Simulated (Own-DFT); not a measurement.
# How strain changes the stress of wurtzite AlGaN with randomly placed atoms, 72 atoms (Al27Ga9N36)

All numbers below are calculated, not measured. They come from Own-DFT, an in-house plane-wave density functional program, since retired, whose code no person has reviewed. Each row is one single-point run on a periodic cell that was not relaxed, without spin or spin-orbit coupling.

Settings of every run: PBE; PseudoDojo norm-conserving scalar-relativistic files (stringent for Ga); cutoff 96 hartree; 4 x 4 x 3 k mesh centred on Gamma; Gaussian smearing of 0.01 eV.

Known limits: forces on such cells passed a denser k mesh, each cell not checked; stress not checked against mesh or cutoff.

Unstrained cell vectors in Å: (9.394, 0.000, 0.000); (-4.697, 8.135, 0.000); (0.000, 0.000, 10.066). The unstrained cell has measured lattice constants (interpolated for alloys), not those of this functional. That, the random moves and any unrelaxed bonds set the pressure at no strain. Each run strains this cell uniformly, with the atoms carried along. Every atom was also moved at random, by a Gaussian of width 0.05 Å on each axis. The random placing of the alloy's atoms differs from row to row. Strain is the symmetric tensor, in per cent. Stress is positive in tension, and the pressure is minus a third of its trace.

```
run  e_xx (%)  e_yy (%)  e_zz (%)  s_xx (GPa)  s_yy (GPa)  s_zz (GPa)  P (GPa)  E (meV/atom)
  1     -1.25     -1.25      0.00      -15.28      -13.51       -7.08    11.96          25.2
  2     -2.50     -2.50      0.00      -21.35      -23.69      -11.80    18.95          78.3
  3     -3.00     -3.00      0.00      -24.26      -27.41      -14.79    22.16          97.0
  4     -2.25     -2.25      0.00      -21.74      -21.30       -7.78    16.94          43.0
  5     -0.50     -0.50      0.00       -8.27      -11.38       -6.85     8.83          28.4
  6      2.50      2.50      0.00        5.42        5.98       -2.21    -3.06          14.5
  7     -0.25     -0.25      0.00       -6.70       -7.90       -7.72     7.44          12.7
  8      2.00      2.00      0.00        4.91        4.97       -4.90    -1.66           0.0
  9     -1.50     -1.50      0.00           ?           ?           ?        ?             ?
```

E is the free energy for each atom above the lowest run shown.

## Worked fit

The change of volume is close to e_xx + e_yy + e_zz. A straight line through the runs shown gives P = 7.32 - 226 x (fractional change of volume) GPa, with an error of 10 on the slope and a scatter of 1.02 GPa. The strain isn't the same on all axes and the cell isn't cubic, so the slope belongs to this path and is not the bulk modulus.

## Withheld run

Question: what pressure should run 9 give? Its volume changes by -2.98 %.

The line gives 14.0 GPa. The calculation gave 13.32 GPa.
